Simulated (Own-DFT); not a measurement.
## Calculated data, GaP (zincblende, strained, atoms displaced)

A calculation, not a measurement: plane-wave PBE density functional theory by an unreviewed code, no spin, of a simulated periodic cell, stress positive in tension, free energy of the whole cell less one offset for each atom, forces on such cells passed a denser k mesh, this cell's mesh not checked; offsets are fitted by least squares, one for each functional and potential file, so energies compare only between cells with the same atoms and settings and are not formation energies; the far tail of each file's local potential was reset to the Coulomb form; each entry is a single point on an unrelaxed cell, so the pressure reflects the starting lattice, mostly measured values (interpolated for alloys), from which strain is counted, and rises with the displacements; printed positions are rounded, which can move forces by about a meV/angstrom; the program, named Own-DFT, is a retired in-house code; no spin-orbit coupling. Program: Own-DFT development build.

```json
{"formula": "GaP", "kind": "zincblende, strained, atoms displaced", "structure": {"cell_angstrom": [[10.862, 0.0, 0.0], [0.0, 10.862, 0.0], [0.0, 0.0, 10.9439]], "atoms_fractional": [["Ga", 0.99809, 0.99729, 0.00286], ["Ga", 0.99677, 0.25117, 0.25042], ["Ga", 0.25216, 0.99765, 0.2521], ["Ga", 0.25225, 0.2486, 0.00106], ["P", 0.12767, 0.12666, 0.12638], ["P", 0.1319, 0.37598, 0.37942], ["P", 0.37249, 0.12527, 0.37816], ["P", 0.37841, 0.37005, 0.12584], ["Ga", 0.99843, 0.9972, 0.49947], ["Ga", 0.00389, 0.25308, 0.7488], ["Ga", 0.2456, 0.99739, 0.74737], ["Ga", 0.25109, 0.25305, 0.49934], ["P", 0.12658, 0.11988, 0.62497], ["P", 0.12128, 0.37603, 0.87387], ["P", 0.37789, 0.12782, 0.8725], ["P", 0.37056, 0.3706, 0.62716], ["Ga", 6e-05, 0.49938, 0.00091], ["Ga", 0.00102, 0.74962, 0.25281], ["Ga", 0.2461, 0.50321, 0.24776], ["Ga", 0.25404, 0.75337, 0.99983], ["P", 0.13116, 0.62587, 0.12171], ["P", 0.125, 0.87984, 0.37566], ["P", 0.37552, 0.62419, 0.37725], ["P", 0.37394, 0.87437, 0.12121], ["Ga", 0.00064, 0.50375, 0.49636], ["Ga", 0.99908, 0.74936, 0.74906], ["Ga", 0.25389, 0.50488, 0.7468], ["Ga", 0.2514, 0.75484, 0.49666], ["P", 0.12746, 0.62867, 0.6265], ["P", 0.13137, 0.87535, 0.87533], ["P", 0.37626, 0.62278, 0.87766], ["P", 0.3744, 0.87397, 0.62713], ["Ga", 0.50077, 0.99535, 0.00217], ["Ga", 0.50423, 0.25542, 0.24986], ["Ga", 0.74871, 0.99891, 0.25029], ["Ga", 0.75423, 0.25178, 0.00092], ["P", 0.63026, 0.12426, 0.12546], ["P", 0.62156, 0.37732, 0.37695], ["P", 0.87326, 0.12241, 0.37402], ["P", 0.87581, 0.38172, 0.12808], ["Ga", 0.49897, 0.99958, 0.50053], ["Ga", 0.499, 0.24827, 0.74936], ["Ga", 0.74615, 0.99876, 0.75138], ["Ga", 0.75126, 0.25149, 0.49857], ["P", 0.62654, 0.1256, 0.622], ["P", 0.62735, 0.37146, 0.8747], ["P", 0.86874, 0.12324, 0.87212], ["P", 0.87338, 0.37829, 0.62348], ["Ga", 0.50203, 0.50198, 0.99956], ["Ga", 0.50318, 0.75331, 0.24859], ["Ga", 0.75226, 0.49852, 0.24762], ["Ga", 0.74875, 0.75215, 0.99936], ["P", 0.62365, 0.62446, 0.1253], ["P", 0.62633, 0.87415, 0.36818], ["P", 0.87443, 0.62303, 0.37872], ["P", 0.87085, 0.87509, 0.12595], ["Ga", 0.49917, 0.50283, 0.49856], ["Ga", 0.50141, 0.74646, 0.74769], ["Ga", 0.74509, 0.50364, 0.74848], ["Ga", 0.74957, 0.74905, 0.50053], ["P", 0.62273, 0.62665, 0.62506], ["P", 0.62885, 0.87638, 0.87492], ["P", 0.87402, 0.62601, 0.87666], ["P", 0.87187, 0.8755, 0.63106]]}, "settings": {"functional": "PBE", "potential_files": "PseudoDojo norm-conserving, scalar-relativistic, standard set", "wave_cutoff [hartree]": 42.0, "occupations": "Fermi-Dirac", "smearing_width [eV]": 0.1, "hardware": "one NVIDIA H100", "k_mesh": "3 x 3 x 3 centred on Gamma"}, "results": {"free_energy_of_cell_above_offsets [eV]": "-35.048", "pressure [GPa]": 3.13, "stress_xx [GPa]": -3.29, "stress_yy [GPa]": -3.29, "stress_zz [GPa]": -2.79, "stress_yz [GPa]": 0.05, "stress_xz [GPa]": -0.21, "stress_xy [GPa]": 0.29, "force_element": ["Ga", "Ga", "Ga", "Ga", "P", "P", "P", "P", "Ga", "Ga", "Ga", "Ga", "P", "P", "P", "P", "Ga", "Ga", "Ga", "Ga", "P", "P", "P", "P", "Ga", "Ga", "Ga", "Ga", "P", "P", "P", "P", "Ga", "Ga", "Ga", "Ga", "P", "P", "P", "P", "Ga", "Ga", "Ga", "Ga", "P", "P", "P", "P", "Ga", "Ga", "Ga", "Ga", "P", "P", "P", "P", "Ga", "Ga", "Ga", "Ga", "P", "P", "P", "P"], "force_x [eV/angstrom]": [0.196, 0.591, -0.031, -0.151, -0.424, -1.089, 0.608, -0.417, -0.25, -0.674, 0.863, -0.159, -0.435, 0.879, -0.425, 0.791, 0.132, -0.059, 0.884, -0.178, -0.847, -0.089, -0.157, 0.314, 0.428, 0.261, -0.471, -0.069, -0.2, -1.037, 0.1, 0.262, 0.163, -0.198, 0.233, -0.06, -0.565, 0.705, 0.147, 0.226, 0.128, 0.407, 0.002, -0.044, -0.164, -0.266, 1.086, 0.305, -0.009, -0.627, -0.675, 0.072, 0.361, -0.116, -0.086, 0.554, -0.298, -0.273, 0.44, -0.024, 0.13, -0.889, 0.008, 0.183], "force_y [eV/angstrom]": [0.399, 0.014, 0.501, 0.188, -0.289, 0.178, 0.112, 0.958, 0.297, -0.58, 0.387, -0.8, 0.771, 0.184, -0.905, 0.714, 0.362, -0.03, -0.553, -0.466, 0.322, -0.621, 0.514, 0.129, -0.439, 0.092, -0.448, -0.304, -0.006, -0.196, 0.375, 0.034, 0.815, -1.017, 0.241, -0.109, 0.256, 0.079, 0.231, -0.84, -0.098, 0.153, 0.47, 0.009, -0.106, 0.464, 0.294, 0.003, -0.743, -0.572, 0.471, -0.348, 0.178, 0.138, 0.382, -0.331, -0.448, 0.496, -0.367, 0.334, -0.213, -0.492, -0.095, -0.128], "force_z [eV/angstrom]": [-0.359, 0.258, -0.298, -0.384, 0.02, -0.736, -0.51, -0.176, 0.42, -0.186, 0.397, 0.393, -0.411, 0.244, 0.328, -0.167, -0.209, -0.302, 0.209, -0.381, 0.096, -0.19, -0.688, 0.856, 0.728, 0.464, 0.423, 0.297, -0.557, 0.16, -0.291, -0.172, -0.423, 0.166, -0.145, 0.032, -0.031, -0.124, 0.134, -0.404, -0.12, -0.156, -0.342, 0.009, 0.161, -0.031, 0.275, 0.047, 0.074, -0.071, 0.653, 0.155, -0.044, 1.139, -0.667, 0.185, 0.593, 0.643, 0.304, 0.016, -0.409, -0.036, -0.121, -0.738], "wall_time [s]": 501.9}}
```
